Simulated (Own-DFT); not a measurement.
TiO2 (rutile, atoms displaced) (calculated)

All values are calculated (Own-DFT development build). A calculation, not a measurement: plane-wave PBE density functional theory by an unreviewed code, no spin, of a simulated periodic cell, stress positive in tension, free energy of the whole cell less one offset for each atom, oxygen file: force components 24 meV/angstrom off all-electron in one glass; forces on such cells passed a denser k mesh, this cell's mesh not checked; offsets are fitted by least squares, one for each functional and potential file, so energies compare only between cells with the same atoms and settings and are not formation energies; the far tail of each file's local potential was reset to the Coulomb form; each entry is a single point on an unrelaxed cell, so the pressure reflects the starting lattice, mostly measured values (interpolated for alloys), from which strain is counted, and rises with the displacements; printed positions are rounded, which can move forces by about a meV/angstrom; the program, named Own-DFT, is a retired in-house code; no spin-orbit coupling; before rounding, a Quantum ESPRESSO 7.3.1 run of the same cell and cutoff gave forces within 1 meV/angstrom rms on each cell, which checks the program and not the settings.

Common to all runs: functional PBE; potential files PseudoDojo norm-conserving, scalar-relativistic, standard set; wave cutoff 72 hartree; occupations Fermi-Dirac; smearing width 0.1 eV; k mesh 3 x 3 x 3 centred on Gamma.

(1) TiO2 (rutile, atoms displaced)

```
TiO2
1.0
      9.1874     0.0000     0.0000
      0.0000     9.1874     0.0000
      0.0000     0.0000     8.8761
Ti O Ti O Ti O Ti O Ti O Ti O Ti O Ti O Ti O Ti O Ti O Ti O
2 4 2 4 2 4 2 4 2 4 2 4 2 4 2 4 2 4 2 4 2 4 2 4
Direct
  0.99938 0.00179 0.99867
  0.24670 0.24885 0.16404
  0.15527 0.15435 0.99897
  0.34987 0.34815 0.99759
  0.40558 0.09860 0.16480
  0.09610 0.40503 0.16628
  0.99804 0.00057 0.33430
  0.24812 0.25293 0.49928
  0.15168 0.15256 0.33627
  0.34973 0.34866 0.33311
  0.40445 0.09584 0.49578
  0.09794 0.39852 0.49539
  0.99889 0.99869 0.66761
  0.24761 0.24702 0.83280
  0.15331 0.15288 0.66702
  0.34878 0.34842 0.66547
  0.40520 0.09768 0.83707
  0.09624 0.40052 0.83650
  0.00036 0.50099 0.00281
  0.24562 0.75488 0.16507
  0.15216 0.65006 0.00222
  0.34879 0.84985 0.00136
  0.40231 0.59684 0.16479
  0.09743 0.90310 0.16624
  0.99861 0.49566 0.33336
  0.24955 0.74872 0.50254
  0.15484 0.65088 0.33082
  0.34580 0.84393 0.33318
  0.40255 0.59629 0.50043
  0.09338 0.90105 0.50429
  0.00143 0.50017 0.66440
  0.24933 0.74900 0.83253
  0.15316 0.65404 0.66863
  0.35050 0.84682 0.66482
  0.40279 0.60339 0.83454
  0.09577 0.90722 0.83489
  0.50087 0.00207 0.00329
  0.75276 0.24765 0.16882
  0.65280 0.14843 0.00220
  0.84756 0.34638 0.00362
  0.90218 0.09968 0.16486
  0.59727 0.40724 0.16709
  0.50173 0.00297 0.33688
  0.74820 0.25090 0.49971
  0.65342 0.15489 0.33708
  0.84922 0.34782 0.32840
  0.90031 0.10000 0.50029
  0.59833 0.40435 0.49640
  0.50246 0.00195 0.66447
  0.74978 0.24917 0.83274
  0.65022 0.15566 0.66579
  0.84903 0.34449 0.66626
  0.90337 0.09732 0.83612
  0.59637 0.40098 0.83146
  0.50307 0.49912 0.00201
  0.75029 0.75048 0.17032
  0.65335 0.64953 0.99737
  0.84794 0.84644 0.99956
  0.90109 0.59800 0.16569
  0.59682 0.90096 0.16849
  0.50233 0.49966 0.33480
  0.74982 0.74851 0.50020
  0.65077 0.65441 0.33420
  0.85139 0.84784 0.33507
  0.90788 0.59656 0.50179
  0.59782 0.90138 0.50200
  0.50100 0.49991 0.66571
  0.74942 0.75184 0.83509
  0.65341 0.65362 0.66780
  0.84989 0.84787 0.67102
  0.90692 0.60058 0.83664
  0.59183 0.90281 0.83082
```

It finds free energy of cell above offsets -19.528 eV; pressure 5.01 GPa; stress xx -5.26 GPa; stress yy -5.22 GPa; stress zz -4.56 GPa; stress yz -0.1 GPa; stress xz -0.17 GPa; stress xy -0.01 GPa.

Force:
```tsv
element	x (eV/Å)	y (eV/Å)	z (eV/Å)
Ti	-0.121	-0.449	-0.015
Ti	0.839	0.5	0.244
O	-0.504	-0.441	0.353
O	-0.399	-0.297	0.334
O	-0.487	0.32	0.608
O	0.522	-0.691	0.268
Ti	0.342	0.052	0.251
Ti	0.577	-0.032	-0.028
O	-0.024	-0.129	-0.443
O	-0.334	-0.346	-0.033
O	-0.351	0.326	0.255
O	-0.163	0.304	0.477
Ti	0.067	0.001	-0.184
Ti	0.699	0.512	-0.181
O	-0.098	-0.146	-0.187
O	-0.048	-0.034	-0.033
O	-0.437	0.331	-0.514
O	0.086	-0.023	-0.452
Ti	-0.125	0.167	-0.741
Ti	0.793	-0.577	0.392
O	0.099	0.344	-0.405
O	-0.452	-0.229	-0.22
O	0.095	0.075	0.072
O	-0.337	0.394	0.127
Ti	0.452	0.756	-0.49
Ti	0.371	0.109	-1.019
O	-0.508	-0.205	0.391
O	0.403	0.656	0.286
O	-0.124	0.184	0.178
O	0.161	0.098	-0.379
Ti	-0.109	-0.1	1.206
Ti	0.816	0.034	0.627
O	-0.359	-0.463	-0.053
O	-0.416	0.084	0.079
O	0.075	-0.331	-0.408
O	0.453	-0.429	-0.032
Ti	-0.211	-0.391	-0.51
Ti	-0.34	0.314	-0.91
O	0.43	0.504	-0.173
O	-0.228	-0.074	-0.321
O	0.112	-0.197	0.391
O	0.613	-0.743	0.131
Ti	-0.514	-0.578	-0.662
Ti	0.281	0.044	0.335
O	-0.227	-0.328	-0.262
O	-0.111	0.026	0.533
O	0.11	-0.145	-0.125
O	0.443	-0.237	0.495
Ti	-0.525	-0.283	1.064
Ti	-0.088	0.356	0.556
O	0.141	-0.085	-0.064
O	0.147	0.379	0.11
O	-0.427	0.417	-0.122
O	0.347	-0.17	-0.139
Ti	-0.693	0.361	0.304
Ti	-0.21	-0.01	-0.832
O	0.34	0.449	0.291
O	0.06	0.359	0.286
O	-0.144	0.117	0.413
O	0.443	-0.196	0.2
Ti	-1.051	0.203	-1.002
Ti	-0.091	0.07	0.547
O	0.52	0.229	0.278
O	-0.345	-0.185	-0.031
O	-0.577	0.305	-0.069
O	0.449	-0.119	-0.258
Ti	-0.475	0.165	0.581
Ti	-0.179	-0.135	0.28
O	0.128	-0.15	-0.415
O	-0.212	0.007	-0.516
O	-0.215	-0.203	-0.672
O	0.849	-0.404	-0.043
```

(2) TiO2 (rutile, atoms displaced)

```
TiO2
1.0
      9.1874     0.0000     0.0000
      0.0000     9.1874     0.0000
      0.0000     0.0000     8.8761
Ti O Ti O Ti O Ti O Ti O Ti O Ti O Ti O Ti O Ti O Ti O Ti O
2 4 2 4 2 4 2 4 2 4 2 4 2 4 2 4 2 4 2 4 2 4 2 4
Direct
  0.99962 0.99877 0.99975
  0.25110 0.25349 0.16890
  0.15355 0.15201 0.99650
  0.34716 0.34711 0.99828
  0.40342 0.09905 0.16138
  0.09858 0.40166 0.16817
  0.99677 0.99833 0.33342
  0.25325 0.25015 0.50372
  0.15103 0.15077 0.33411
  0.34872 0.34432 0.33755
  0.40315 0.10268 0.50090
  0.09988 0.39769 0.49599
  0.00032 0.99777 0.66752
  0.24905 0.24806 0.83460
  0.15109 0.15088 0.67000
  0.34627 0.34394 0.66724
  0.40385 0.09859 0.83441
  0.09257 0.40453 0.83180
  0.00163 0.49985 0.00285
  0.24895 0.75022 0.16635
  0.15255 0.65283 0.99747
  0.34855 0.84753 0.99913
  0.40429 0.60038 0.16765
  0.09961 0.90647 0.16623
  0.99958 0.50001 0.32987
  0.24524 0.75061 0.50200
  0.15480 0.64944 0.33347
  0.34594 0.84735 0.33706
  0.40057 0.59736 0.49896
  0.09506 0.90390 0.50005
  0.00226 0.49861 0.66806
  0.25028 0.74991 0.83457
  0.15230 0.65233 0.66867
  0.34422 0.85088 0.66634
  0.40267 0.59921 0.83424
  0.09829 0.89994 0.83316
  0.49780 0.00091 0.00323
  0.75092 0.25174 0.16614
  0.64859 0.15225 0.99897
  0.84672 0.34777 0.99968
  0.90102 0.10049 0.16738
  0.59666 0.39958 0.16289
  0.49975 0.99628 0.33524
  0.75229 0.24795 0.50046
  0.64997 0.15511 0.33361
  0.84789 0.34837 0.33209
  0.90239 0.09675 0.49909
  0.60065 0.40222 0.50058
  0.49827 0.99813 0.66642
  0.75131 0.25346 0.83078
  0.64965 0.15587 0.66559
  0.84473 0.34684 0.66775
  0.90148 0.09664 0.83572
  0.59879 0.40092 0.83495
  0.49553 0.49987 0.00032
  0.74910 0.74809 0.16570
  0.65248 0.65330 0.99739
  0.84892 0.84639 0.99929
  0.90215 0.59704 0.16818
  0.59563 0.90396 0.16636
  0.49976 0.49952 0.33490
  0.74991 0.75532 0.49738
  0.65280 0.64806 0.33473
  0.84613 0.84858 0.33876
  0.90130 0.59990 0.49880
  0.59625 0.90102 0.50139
  0.50065 0.49987 0.66711
  0.74775 0.75379 0.83094
  0.65090 0.65350 0.66732
  0.84661 0.84443 0.66721
  0.89849 0.59794 0.83202
  0.59782 0.90599 0.83221
```

The calculation gives: free energy of cell above offsets -19.605 eV; pressure 4.69 GPa; stress xx -4.95 GPa; stress yy -4.87 GPa; stress zz -4.24 GPa; stress yz 0.24 GPa; stress xz 0.11 GPa; stress xy 0.08 GPa.

Force:
```tsv
element	x (eV/Å)	y (eV/Å)	z (eV/Å)
Ti	-0.153	0.386	-0.009
Ti	-0.047	-0.869	0.381
O	-0.224	-0.007	0.429
O	-0.069	0.356	0.224
O	-0.39	0.093	0.794
O	0.026	0.109	-0.406
Ti	0.503	0.918	-0.256
Ti	-0.623	-0.25	-0.322
O	0.182	0.061	-0.351
O	0.167	0.341	-0.652
O	0.327	-0.761	-0.197
O	-0.562	0.648	0.369
Ti	-0.015	0.415	0.239
Ti	0.132	-0.463	-0.064
O	-0.184	-0.172	-0.094
O	0.403	0.694	0.211
O	-0.379	0.097	-0.297
O	0.526	-0.357	0.355
Ti	-0.624	0.035	-1.049
Ti	0.184	0.183	0.211
O	-0.168	-0.193	0.481
O	-0.299	-0.289	0.181
O	-0.237	-0.053	-0.036
O	0.056	-0.546	0.092
Ti	-0.259	-0.162	1.585
Ti	0.229	-0.175	-0.104
O	-0.132	0.252	-0.214
O	0.105	0.211	-0.294
O	0.094	-0.122	0.169
O	0.267	-0.465	0.061
Ti	-0.587	0.35	-0.499
Ti	0.215	0.217	-0.136
O	-0.057	-0.132	-0.176
O	0.079	-0.148	-0.106
O	-0.056	-0.143	-0.221
O	-0.228	0.176	0.014
Ti	0.437	0.638	-0.57
Ti	-0.528	-0.314	-0.218
O	0.459	0.134	0.097
O	0.414	0.308	0.077
O	0.26	-0.511	-0.111
O	-0.32	0.461	0.251
Ti	-0.078	0.709	-0.289
Ti	-0.44	-0.043	-0.22
O	-0.054	-0.394	0.079
O	0.098	0.095	0.054
O	-0.126	0.05	0.255
O	-0.471	0.365	0.04
Ti	-0.005	0.611	0.76
Ti	-0.536	-0.531	0.502
O	0.103	-0.334	-0.069
O	0.61	0.33	-0.256
O	0.12	-0.154	-0.257
O	-0.451	0.462	-0.165
Ti	0.583	-0.168	0.084
Ti	-0.44	-0.133	-0.601
O	-0.064	0.05	0.662
O	-0.009	0.054	0.516
O	-0.077	0.297	-0.279
O	0.484	-0.571	0.491
Ti	0.328	-0.176	0.104
Ti	0.126	-1.197	0.678
O	0.134	0.441	-0.348
O	0.01	0.039	-0.865
O	0.351	-0.314	-0.016
O	-0.125	0.19	-0.287
Ti	0.442	0.044	-0.15
Ti	-0.128	-0.503	0.073
O	-0.329	-0.208	-0.071
O	0.402	0.62	-0.228
O	0.49	-0.27	0.164
O	0.131	-0.316	-0.202
```

(3) TiO2 (rutile, atoms displaced)

```
TiO2
1.0
      9.1874     0.0000     0.0000
      0.0000     9.1874     0.0000
      0.0000     0.0000     8.8761
Ti O Ti O Ti O Ti O Ti O Ti O Ti O Ti O Ti O Ti O Ti O Ti O
2 4 2 4 2 4 2 4 2 4 2 4 2 4 2 4 2 4 2 4 2 4 2 4
Direct
  0.00368 0.99915 0.99949
  0.25131 0.25218 0.16555
  0.14980 0.15072 0.99629
  0.34665 0.35027 0.99758
  0.40279 0.09895 0.16674
  0.09614 0.39826 0.16665
  0.99966 0.00071 0.33494
  0.24959 0.25058 0.50124
  0.15172 0.15699 0.33367
  0.35012 0.34867 0.33343
  0.40081 0.09866 0.50237
  0.09675 0.40296 0.49981
  0.00037 0.99824 0.66455
  0.24880 0.24541 0.82895
  0.15073 0.15149 0.66699
  0.34605 0.34606 0.66947
  0.40208 0.10000 0.83494
  0.09652 0.40460 0.83065
  0.00171 0.50014 0.00205
  0.25200 0.74974 0.16580
  0.15122 0.65054 0.99794
  0.34896 0.84867 0.00638
  0.40367 0.60004 0.16405
  0.09694 0.90191 0.16779
  0.99970 0.50196 0.32804
  0.24933 0.75115 0.49672
  0.15126 0.65223 0.33556
  0.34632 0.84582 0.33327
  0.40300 0.59864 0.50166
  0.09665 0.90129 0.50130
  0.99400 0.50084 0.66831
  0.24605 0.75134 0.83487
  0.15414 0.65083 0.66725
  0.34928 0.84772 0.66711
  0.40032 0.59189 0.82854
  0.09385 0.90392 0.83557
  0.49595 0.99601 0.00087
  0.74967 0.24855 0.16363
  0.65281 0.15394 0.99812
  0.84868 0.34164 0.99840
  0.90391 0.09996 0.16811
  0.59964 0.40680 0.16746
  0.49953 0.00217 0.33127
  0.74899 0.24759 0.49915
  0.65264 0.15393 0.33391
  0.84967 0.34957 0.33458
  0.90486 0.09936 0.49907
  0.59889 0.40390 0.49854
  0.49823 0.99721 0.66553
  0.74620 0.25287 0.83106
  0.65472 0.15508 0.66644
  0.85026 0.34822 0.66497
  0.90252 0.09759 0.83118
  0.59536 0.40138 0.83601
  0.49869 0.50335 0.00030
  0.74900 0.74788 0.16805
  0.65011 0.64887 0.00249
  0.85135 0.84979 0.00230
  0.90561 0.59715 0.16908
  0.59786 0.90041 0.16662
  0.49967 0.49818 0.33155
  0.74947 0.75139 0.50245
  0.65446 0.65196 0.33069
  0.84773 0.84651 0.32980
  0.90071 0.60057 0.50043
  0.60078 0.90153 0.49602
  0.50465 0.50159 0.66430
  0.74654 0.74741 0.83260
  0.65243 0.65116 0.66655
  0.84644 0.85093 0.66338
  0.90160 0.59581 0.83378
  0.59858 0.90213 0.83131
```

Results for TiO2 (rutile, atoms displaced): free energy of cell above offsets -19.484 eV; pressure 4.76 GPa; stress xx -5.05 GPa; stress yy -5.01 GPa; stress zz -4.23 GPa; stress yz 0.04 GPa; stress xz 0.01 GPa; stress xy -0.19 GPa.

Force:
```tsv
element	x (eV/Å)	y (eV/Å)	z (eV/Å)
Ti	-0.948	0.502	0.162
Ti	-0.166	0.043	-0.32
O	0.539	0.34	0.521
O	-0.198	-0.299	0.478
O	0.079	-0.18	-0.03
O	0.12	0.307	-0.19
Ti	-0.17	0.198	-0.721
Ti	-0.562	0.733	-0.061
O	0.081	-0.432	-0.122
O	-0.116	-0.073	-0.199
O	0.398	-0.427	-0.258
O	0.249	-0.073	0.003
Ti	-0.613	0.616	0.701
Ti	-0.104	0.795	0.421
O	0.102	-0.117	-0.224
O	0.273	0.077	-0.391
O	0.368	-0.636	-0.131
O	0.045	-0.162	0.484
Ti	-0.08	-0.774	-0.896
Ti	-0.548	-0.084	0.638
O	0.315	0.353	0.194
O	-0.215	-0.161	-0.653
O	-0.414	0.15	0.351
O	0.445	-0.224	0.091
Ti	-0.149	-0.72	1.626
Ti	-0.119	-0.663	0.605
O	0.325	0.158	-0.304
O	0.332	0.421	-0.149
O	0.051	0.026	-0.158
O	0.258	-0.075	-0.193
Ti	0.649	-0.385	-0.705
Ti	-0.061	-0.763	-1.191
O	0.138	0.638	0.314
O	-0.004	0.184	0.229
O	-0.173	0.889	0.404
O	0.99	-0.845	-0.441
Ti	0.736	0.656	-0.237
Ti	0.498	0.112	-0.121
O	-0.421	-0.423	0.284
O	0.322	0.792	0.226
O	-0.116	-0.081	0.193
O	-0.038	-0.336	-0.038
Ti	0.253	0.025	0.261
Ti	0.502	0.484	-0.173
O	-0.417	-0.397	-0.067
O	-0.316	-0.187	-0.102
O	-0.176	-0.101	0.04
O	-0.01	-0.115	-0.024
Ti	0.044	0.194	-0.039
Ti	0.527	-0.352	0.317
O	-0.572	-0.546	-0.238
O	-0.409	-0.071	0.018
O	-0.028	-0.064	-0.068
O	0.322	0.041	-0.32
Ti	-0.365	-0.65	-0.525
Ti	0.323	0.449	0.114
O	0.561	0.662	-0.61
O	-0.8	-0.783	-0.416
O	-0.336	0.228	-0.655
O	-0.324	0.369	0.034
Ti	0.24	0.077	0.273
Ti	0.582	-0.186	-0.934
O	-0.265	-0.083	0.226
O	0.127	0.213	0.308
O	0.015	0.027	-0.115
O	-0.61	0.445	0.259
Ti	-0.861	-0.445	0.204
Ti	0.646	0.474	0.763
O	0.16	0.207	0.226
O	-0.249	-0.465	0.467
O	-0.551	0.575	0.346
O	-0.109	-0.083	0.239
```
